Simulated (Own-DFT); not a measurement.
# Shaking the atoms of diamond germanium, 16 atoms (Ge16)

All numbers below are calculated, not measured. The program, named Own-DFT, is a retired in-house plane-wave density functional code that no person has reviewed. Each row is one single-point run on a periodic cell that was not relaxed, without spin or spin-orbit coupling.

Settings of every run: PBE; PseudoDojo norm-conserving scalar-relativistic files; cutoff 42 hartree; 5 x 5 x 5 k mesh centred on Gamma; Fermi-Dirac smearing of 0.1 eV.

Known limits: k mesh not checked against a denser one; stress not checked against mesh or cutoff.

Cell vectors in Å: (0.000, 5.658, 5.658); (5.658, 0.000, 5.658); (5.658, 5.658, 0.000). In each run every atom was moved at random and independently from its ideal site; u is the rms move along one axis. E is the free energy for each atom above the fitted value at u = 0, and F the rms of the force components.

```
run,u (Å),E (meV/atom),F (eV/Å),largest force (eV/Å),P (GPa)
1,0.0178,7.0,0.282,0.66,3.88
2,0.0191,6.3,0.264,0.76,3.88
3,0.0222,8.6,0.323,0.90,3.90
4,0.0485,35.5,0.656,1.80,4.21
5,0.0515,49.2,0.809,2.14,4.46
6,0.0561,?,?,?,?
7,0.0866,151.0,1.367,3.81,5.80
8,0.0925,161.7,1.503,4.45,5.74
9,0.1513,468.4,2.708,7.79,9.84
```

## Worked fit

For small independent moves the energy grows as E = (3/2) K u², with K the mean stiffness felt by one atom. The runs with u up to 0.11 Å give K = 12.3 ± 0.7 eV/Å², with residuals divided by u² + 0.0006 Å², since the noise grows with the moves. The scatter is 4.8 meV/atom at u = 0.05 Å. The forces follow F = G u with G = 15.1 eV/Å²; no force at u = 0 is resolved. G exceeds K because the moves of its neighbours add to the force on an atom, and stiffness differs between atoms. At u = 0.151 Å the parabola gives 421 meV/atom and the run 468. The pressure follows P = 3.77 + 246 u² GPa: at fixed volume, shortened bonds push harder than stretched ones pull.

## Withheld run

Question: what energy and rms force should run 6 give?

The fit gives 58 ± 7 meV/atom and about 0.85 eV/Å. The calculation gave 59.9 meV/atom and 0.876 eV/Å.
